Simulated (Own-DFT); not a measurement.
# Energy and forces against displacement in beta-Si3N4, 42 atoms (N24Si18)

Calculated results; nothing here was measured. They come from Own-DFT, an in-house plane-wave density functional program, since retired, whose code no person has reviewed. Each row is one single-point run on a periodic cell that was not relaxed, without spin or spin-orbit coupling.

Settings of every run: PBE; PseudoDojo norm-conserving scalar-relativistic files; cutoff 42 hartree; 3 x 3 x 3 k mesh centred on Gamma; Fermi-Dirac smearing of 0.1 eV.

Known limits, some of them of some rows only: some atoms lie very close together; forces on such cells passed a denser k mesh, each cell not checked; stress not checked against mesh or cutoff.

Cell vectors in Å: (7.606, 0.000, 0.000); (-3.803, 6.587, 0.000); (0.000, 0.000, 8.727). In each run every atom was moved at random and independently from its ideal site; u is the rms move along one axis. E is the free energy for each atom above the fitted value at u = 0, and F the rms of the force components.

| run | u (Å) | E (meV/atom) | F (eV/Å) | largest force (eV/Å) | P (GPa) |
|---|---|---|---|---|---|
| 1 | 0.0194 | 20.1 | 0.884 | 3.08 | 5.43 |
| 2 | 0.0208 | ? | ? | ? | ? |
| 3 | 0.0495 | 115.6 | 1.959 | 7.46 | 8.15 |
| 4 | 0.0503 | 112.6 | 2.015 | 6.70 | 7.93 |
| 5 | 0.0553 | 136.7 | 2.206 | 6.45 | 8.81 |
| 6 | 0.0944 | 433.9 | 4.932 | 22.89 | 16.61 |
| 7 | 0.1052 | 670.2 | 6.315 | 23.45 | 23.95 |
| 8 | 0.1056 | 486.8 | 4.153 | 16.46 | 18.39 |
| 9 | 0.1472 | 986.4 | 5.784 | 21.29 | 29.22 |

## Worked fit

For small independent moves the energy grows as E = (3/2) K u², with K the mean stiffness felt by one atom. The runs with u up to 0.11 Å give K = 32.5 ± 2.2 eV/Å², with residuals divided by u² + 0.0006 Å², since the noise grows with the moves. The scatter is 18.4 meV/atom at u = 0.05 Å. The forces follow F = G u with G = 45.9 eV/Å²; no force at u = 0 is resolved. G exceeds K because the moves of its neighbours add to the force on an atom, and stiffness differs between atoms. At u = 0.147 Å the parabola gives 1056 meV/atom and the run 986. The pressure follows P = 4.47 + 1465 u² GPa: at fixed volume, shortened bonds push harder than stretched ones pull.

## Withheld run

Question: what energy and rms force should run 2 give?

The fit gives 21 ± 6 meV/atom and about 0.95 eV/Å. The calculation gave 18.4 meV/atom and 0.852 eV/Å.
